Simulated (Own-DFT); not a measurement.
Simulation results for Hf31O64 (monoclinic hafnia with one vacancy, atoms displaced), Hf15AlO32 (monoclinic hafnia with substituted atoms, atoms displaced)

All values are calculated (Own-DFT development build). A calculation, not a measurement: plane-wave PBE density functional theory by an unreviewed code, no spin, of a simulated periodic cell, stress positive in tension, free energy of the whole cell less one offset for each atom, defect cell not probed for a lower state with spin; hafnium file: forces about 75 meV/angstrom off all-electron values; oxygen file: force components 24 meV/angstrom off all-electron in one glass; forces on such cells passed a denser k mesh, this cell's mesh not checked; offsets are fitted by least squares, one for each functional and potential file, so energies compare only between cells with the same atoms and settings and are not formation energies; the far tail of each file's local potential was reset to the Coulomb form; each entry is a single point on an unrelaxed cell, so the pressure reflects the starting lattice, mostly measured values, from which strain is counted, and rises with the displacements; printed positions are rounded, which can move forces by about a meV/angstrom; the program is a retired in-house code; no spin-orbit coupling; before rounding, a Quantum ESPRESSO 7.3.1 run of the same cell and cutoff gave forces within 1 meV/angstrom rms on each cell, which checks the program and not the settings.

Settings shared by all entries: functional PBE; potential files PseudoDojo norm-conserving, scalar-relativistic, standard set; wave cutoff 72 hartree; occupations Fermi-Dirac; smearing width 0.1 eV; k mesh 2 x 2 x 2 centred on Gamma.

(1) 
```xyz
95
Lattice="10.2340 0.0000 0.0000 0.0000 10.3500 0.0000 -1.6955 0.0000 10.4453" Properties=species:S:1:pos:R:3:force_x:R:1:force_y:R:1:force_z:R:1 formula=Hf31O64 free_energy_of_cell_above_offsets=-79.459 pressure=3.91 stress_xx=-4.26 stress_yy=-3.93 stress_zz=-3.55 stress_yz=0.16 stress_xz=0.16 stress_xy=0.03
Hf     1.2687     0.1956     1.1316     -0.144      0.639     -1.255
Hf     3.4956     2.8263     1.5333     -0.673     -0.474     -0.602
Hf     3.0641     4.9176     4.0913     -0.912      2.301      1.255
Hf     0.7787     2.3943     3.7209      0.845     -0.421     -0.227
O      0.0956     1.7010     1.8242     -0.884      0.208      0.053
O      4.6290     4.3536     0.7569     -0.132     -0.863      0.931
O      4.2243     3.5150     3.4250      0.798     -1.424     -0.988
O     -0.3246     0.8883     4.4477     -0.761     -0.163     -0.672
O      1.8265     3.9017     2.5300      0.791     -0.279     -0.695
O      2.7749     1.3558     0.1189      0.768     -0.067      0.016
O      2.4130     1.2410     2.6993      0.069      0.387      0.138
O      1.4932     3.8163     5.1147     -0.287      0.073      0.173
Hf     0.4063     0.1950     6.2669     -0.253      0.401      1.099
Hf     2.6278     2.8167     6.6988     -0.097      -0.69      1.016
Hf     2.1302     4.9853     9.4159       1.18       0.04     -1.524
Hf    -0.0057     2.4399     8.8557      -0.61     -1.675      0.725
O     -0.7576     1.7055     7.0152     -0.665      0.751      0.004
O      3.7716     4.3092     6.0813      0.492      0.355     -0.739
O      3.3303     3.4866     8.5941      0.046      0.103      0.733
O     -1.1919     0.9020     9.6556     -0.032     -0.137      0.077
O      1.0434     3.8932     7.7518     -0.201      0.644     -0.551
O      1.9515     1.2994     5.3148      0.528      0.394      -0.07
O      1.5396     1.2573     7.9078       0.39      0.013      0.378
O      0.6526     3.8245    10.3287     -0.371      0.321      0.565
Hf     1.2201     5.3436     1.0934     -0.437      0.491      0.041
Hf     3.4712     7.9726     1.4902       0.63     -0.806        1.6
Hf     3.0181    10.1484     4.0859      1.202     -0.619      0.812
Hf     0.8111     7.5632     3.7078     -0.539     -1.024      0.108
O      0.0632     6.8623     1.7668      0.056      0.319      0.355
O      4.5844     9.4674     0.7733      0.647      0.529       0.09
O      4.2581     8.6523     3.4103      -1.03      0.411     -0.464
O     -0.3516     6.0362     4.4904     -0.092      0.175      -0.71
O      1.9197     9.0754     2.5143     -0.242     -0.076     -0.075
O      2.7969     6.5101     0.1135     -0.034     -0.133     -0.152
O      2.3601     6.3826     2.7415      0.004      0.305     -0.578
O      1.4208     9.0299     5.0992      0.401     -0.199      0.066
Hf     0.4168     5.3893     6.3386      0.214      0.472     -0.633
Hf     2.6164     8.0249     6.7712       0.05     -1.117     -1.143
Hf     2.2233    10.1655     9.3674     -1.056      0.359     -0.441
Hf    -0.0624     7.5752     8.8929      0.386     -0.237      0.545
O     -0.7521     6.9285     7.0206     -0.575      0.154     -0.001
O      3.7969     9.4686     5.9926     -0.422      0.179       0.27
O      3.3441     8.6079     8.6205     -0.179      0.618       0.52
O     -1.1987     6.0281     9.6026      0.148      0.089      0.085
O      1.0247     9.1433     7.7670      0.232      -0.47     -0.386
O      1.9649     6.4760     5.3091     -0.045      0.621      0.627
O      1.5280     6.4237     7.9250      0.047      0.105      0.426
O      0.5705     9.0044    10.3156      0.383      0.322      0.298
Hf     6.3360     0.1715     1.1339      1.065     -1.087      -0.13
Hf     8.5450     2.7565     1.5591      0.632      0.364     -1.427
Hf     8.1465     4.9266     4.1527     -0.648      2.486     -0.528
Hf     5.9448     2.3737     3.6347     -0.101     -0.302       1.76
O      5.2218     1.6970     1.7731     -1.317      0.965       0.14
O      9.7234     4.3032     0.8021     -0.061      -0.33      0.305
O      9.3478     3.4724     3.4157     -0.424      -0.27       -0.2
O      4.7628     0.9066     4.4400     -0.686      0.089     -0.594
O      6.9658     3.8620     2.5274      0.443      0.333     -0.493
O      7.8687     1.3125     0.0284      0.583      0.222      2.084
O      7.4298     1.2406     2.7300      1.066      0.266     -0.493
O      6.6246     3.8260     5.1497     -0.569      -0.27     -0.427
Hf     5.5094     0.2264     6.2969      0.586     -0.334      0.141
Hf     7.7230     2.8626     6.7648      0.018     -1.874      0.304
Hf     7.2888     5.0026     9.3168     -0.297     -0.742      1.157
Hf     5.0576     2.3687     8.9486      0.817      0.335     -0.645
O      4.3745     1.7768     7.0640      -0.37     -0.475     -0.766
O      8.9042     4.3089     6.0072      0.384     -0.118      0.727
O      8.4602     3.5021     8.6715      0.598     -0.486     -0.729
O      3.9563     0.8740     9.6471     -1.497     -0.974      0.058
O      6.1445     3.9040     7.7244      0.279      0.312     -0.165
O      7.0762     1.3213     5.2963      0.133      0.858      0.435
O      6.6839     1.2163     7.9757     -0.081      0.708     -0.537
O      5.7469     3.8320    10.2969     -0.131      0.006      0.741
Hf     6.3788     5.4027     1.0855      0.241      0.604      1.331
Hf     8.5851     7.9967     1.4880     -1.577     -0.898       2.11
Hf     8.1376    10.1656     4.1742     -1.059     -1.953     -0.391
O      5.1708     6.8793     1.7642     -0.332     -0.449     -0.904
O      9.7690     9.4626     0.8104      0.571      0.386      0.443
O      9.2925     8.6212     3.4420      1.205     -0.165     -0.226
O      4.7272     6.0412     4.4395     -0.342     -0.691      0.269
O      7.0697     9.0961     2.5840      0.197      1.164     -1.479
O      7.8784     6.4466     0.1075      1.038       0.97     -0.026
O      7.5112     6.4211     2.7272      0.883     -0.932     -0.921
O      6.5696     9.0408     5.1625      0.829      0.695      0.845
Hf     5.5450     5.3466     6.2832     -0.835      1.693     -0.703
Hf     7.6817     7.9489     6.7923     -0.472      0.608     -2.113
Hf     7.3593    10.1055     9.4089      -1.15      1.981     -0.664
Hf     5.0476     7.5601     8.9091      0.707      0.065      0.045
O      4.3170     6.8847     7.0398     -0.006     -0.065     -0.044
O      8.8804     9.5154     6.0195     -0.048     -0.684      0.762
O      8.4160     8.6270     8.7141      1.023     -1.358     -0.889
O      3.9886     6.0369     9.6350     -1.538     -0.364     -0.135
O      6.1543     9.1384     7.7399     -0.172     -0.784      0.278
O      7.0643     6.4927     5.3127       0.79     -0.613      1.447
O      6.6181     6.4203     7.9592      0.317      0.426     -0.479
O      5.7454     9.0030    10.3836     -0.329     -0.227     -0.377
```

Units: free_energy_of_cell_above_offsets in eV; pressure, stress_xx, stress_yy, stress_zz, stress_yz, stress_xz, stress_xy in GPa; force_x, force_y, force_z in eV/Å.

(2) 
```xyz
96
Lattice="10.2340 0.0000 0.0000 0.0000 10.3500 0.0000 -1.6955 0.0000 10.4453" Properties=species:S:1:pos:R:3:force_x:R:1:force_y:R:1:force_z:R:1 formula=Hf15AlO32 free_energy_of_cell_above_offsets=-86.271 pressure=2.57 stress_xx=-2.78 stress_yy=-2.08 stress_zz=-2.86 stress_yz=0.22 stress_xz=-0.33 stress_xy=-0.45
Al     1.2501     0.2088     1.0733     -0.706      -0.26     -0.678
Hf     3.4822     2.7733     1.5515     -0.513     -0.842     -0.775
Hf     3.0140     4.9560     4.1627     -0.007      0.875     -0.406
Hf     0.8539     2.3997     3.6458     -0.442     -1.506       0.43
O      0.0895     1.7325     1.8119      0.855     -1.198     -0.859
O      4.5999     4.2837     0.7505      0.901      0.413      0.401
O      4.2167     3.5077     3.4074      0.407     -0.526      0.081
O     -0.3190     0.8543     4.4625     -0.401     -0.119     -0.464
O      1.8963     3.8885     2.5256     -0.011      0.436     -0.249
O      2.8148     1.2770     0.0919     -0.225      0.378      0.644
O      2.3950     1.2282     2.6879      0.109      0.309      0.395
O      1.4982     3.8197     5.1177     -0.677      0.101     -0.134
Hf     0.3739     0.2038     6.3320     -0.015      0.025     -0.224
Hf     2.5746     2.8663     6.7403      0.131      -1.04      0.095
Hf     2.1542     4.9648     9.3737     -0.068      0.676     -0.353
Hf    -0.0230     2.3982     8.9130     -0.207     -0.861      0.833
O     -0.7561     1.7390     7.0242       0.08     -0.027     -0.019
O      3.7248     4.3460     6.0184      0.926     -0.103      0.341
O      3.3215     3.4653     8.6116      0.305      0.079      0.172
O     -1.1687     0.8958     9.6522     -0.978     -0.747      0.185
O      0.9918     3.9462     7.7049       0.29      -0.18      0.172
O      1.9374     1.3426     5.3573      0.446     -0.044     -0.141
O      1.5905     1.2668     7.9400     -0.429      0.453     -0.264
O      0.6474     3.8302    10.3373     -0.445     -0.052      0.066
Hf     1.2102     5.3497     1.1293      0.807      0.976     -0.946
Hf     3.5085     7.9835     1.5349     -2.205      0.405     -0.647
Hf     2.9623    10.1544     4.1964      0.008      -0.23     -1.949
Hf     0.8332     7.5097     3.6785       0.39      1.234     -0.134
O      0.0500     6.8975     1.7664      0.522     -0.449      0.424
O      4.5719     9.4747     0.8065      1.586      0.873     -0.047
O      4.1505     8.6243     3.3666      0.879      0.256      1.303
O     -0.3317     6.0322     4.4387     -0.874     -0.448     -0.932
O      1.8480     9.1089     2.5242     -0.208      0.506     -0.514
O      2.7732     6.5096     0.1081      0.381     -0.561     -0.115
O      2.3718     6.4338     2.7088     -0.089     -0.613      0.367
O      1.4886     8.9823     5.1245     -0.808     -0.003      0.134
Hf     0.3135     5.3659     6.3010      1.274       0.26     -0.018
Hf     2.6137     7.9964     6.7537     -0.328     -1.326      0.012
Hf     2.2152    10.1627     9.3032     -0.887     -0.241        1.5
Hf    -0.0361     7.5455     8.8876     -0.195      0.669      1.441
O     -0.7180     6.8865     6.9809     -1.625      0.864      0.198
O      3.7038     9.4879     6.0284      1.549      0.896      0.111
O      3.3342     8.6253     8.6217      0.674     -0.383      0.181
O     -1.2158     6.0300     9.6604      0.171      0.179     -0.437
O      1.0583     9.1197     7.7658     -0.429      0.046     -0.659
O      1.9284     6.4845     5.3265      0.239      0.069     -0.014
O      1.4587     6.4703     7.8946      1.051     -0.841      0.738
O      0.6528     8.9903    10.3689     -0.701       0.38     -0.414
Hf     6.3766     0.1718     1.1420      0.014      0.412     -1.339
Hf     8.5925     2.7820     1.5024      0.026     -0.747     -0.224
Hf     8.1697     4.9543     4.0953      -0.34     -0.478     -0.222
Hf     5.9174     2.3657     3.7043      0.923      0.189     -0.225
O      5.2459     1.7498     1.8213     -0.259     -0.197     -0.262
O      9.7621     4.3387     0.7982     -0.314     -0.661       0.48
O      9.3076     3.3638     3.3888     -0.005      1.108      0.739
O      4.7852     0.8656     4.3760     -0.543     -0.467      0.556
O      7.0167     3.8675     2.4608     -0.209      0.572      0.338
O      7.9090     1.3077     0.1543       0.18     -0.311     -0.678
O      7.6014     1.1963     2.7331     -0.944      0.506      0.008
O      6.5942     3.7783     5.1267     -0.373      0.623     -0.492
Hf     5.4753     0.2450     6.2974      1.114     -1.062      0.735
Hf     7.7489     2.7690     6.7343     -0.873     -0.015      0.595
Hf     7.2884     4.9684     9.3612      0.066      0.325     -0.357
Hf     5.0705     2.3772     8.9038      0.733     -0.604       0.59
O      4.3548     1.6882     7.0373     -0.865       0.85     -0.245
O      8.8145     4.3317     5.9872      0.727     -0.003      0.386
O      8.4636     3.4893     8.6226      0.659     -0.354      0.086
O      3.9547     0.8288     9.6451      -0.11      0.374     -0.153
O      6.1652     3.9442     7.7281     -0.288     -0.253     -0.272
O      7.1090     1.3262     5.3439     -0.414     -0.367     -0.124
O      6.6693     1.2729     7.9750     -0.017     -0.825      0.382
O      5.7944     3.8313    10.3663     -0.709      0.055     -0.614
Hf     6.3606     5.3839     1.0414      0.246     -0.131      0.907
Hf     8.6303     8.0156     1.5179     -0.512     -0.044     -1.088
Hf     8.1437    10.1090     4.1132      0.789      0.519      0.417
Hf     5.9404     7.5750     3.6722     -0.321     -0.479      0.235
O      5.1901     6.9016     1.8195      0.691     -0.682     -0.324
O      9.7179     9.5225     0.7763      0.972      0.794     -0.646
O      9.3023     8.6209     3.3511      0.655     -0.006      1.047
O      4.7567     6.0488     4.4263     -0.062      0.127     -0.536
O      7.0142     9.0880     2.4922     -0.423     -0.359      0.255
O      7.9560     6.5212     0.1297     -0.323     -0.457       0.07
O      7.5512     6.4163     2.7382     -0.608      0.022      -0.19
O      6.5984     9.0158     5.0703     -0.475     -0.086      0.223
Hf     5.5280     5.3788     6.2381     -0.327      0.276      1.379
Hf     7.7274     7.9546     6.7292     -0.452      0.467      0.571
Al     7.2750    10.1341     9.3793          1      0.047      0.569
Hf     5.0934     7.5440     8.9831        0.6      0.941     -1.265
O      4.3432     6.8975     6.9866     -0.026     -0.026      0.156
O      8.8738     9.4607     6.0225      0.632      0.159      0.028
O      8.4429     8.6130     8.5962      0.138      0.856       0.86
O      3.9537     6.0574     9.6517      -1.11     -0.814      0.002
O      6.2286     9.0492     7.7566     -0.835      1.026     -0.688
O      7.0660     6.4962     5.3135      0.232     -0.108     -0.095
O      6.6152     6.4445     7.9837       0.44     -0.369     -0.507
O      5.6998     8.9824    10.3350      0.393      0.896      0.098
```

Units: free_energy_of_cell_above_offsets in eV; pressure, stress_xx, stress_yy, stress_zz, stress_yz, stress_xz, stress_xy in GPa; force_x, force_y, force_z in eV/Å.
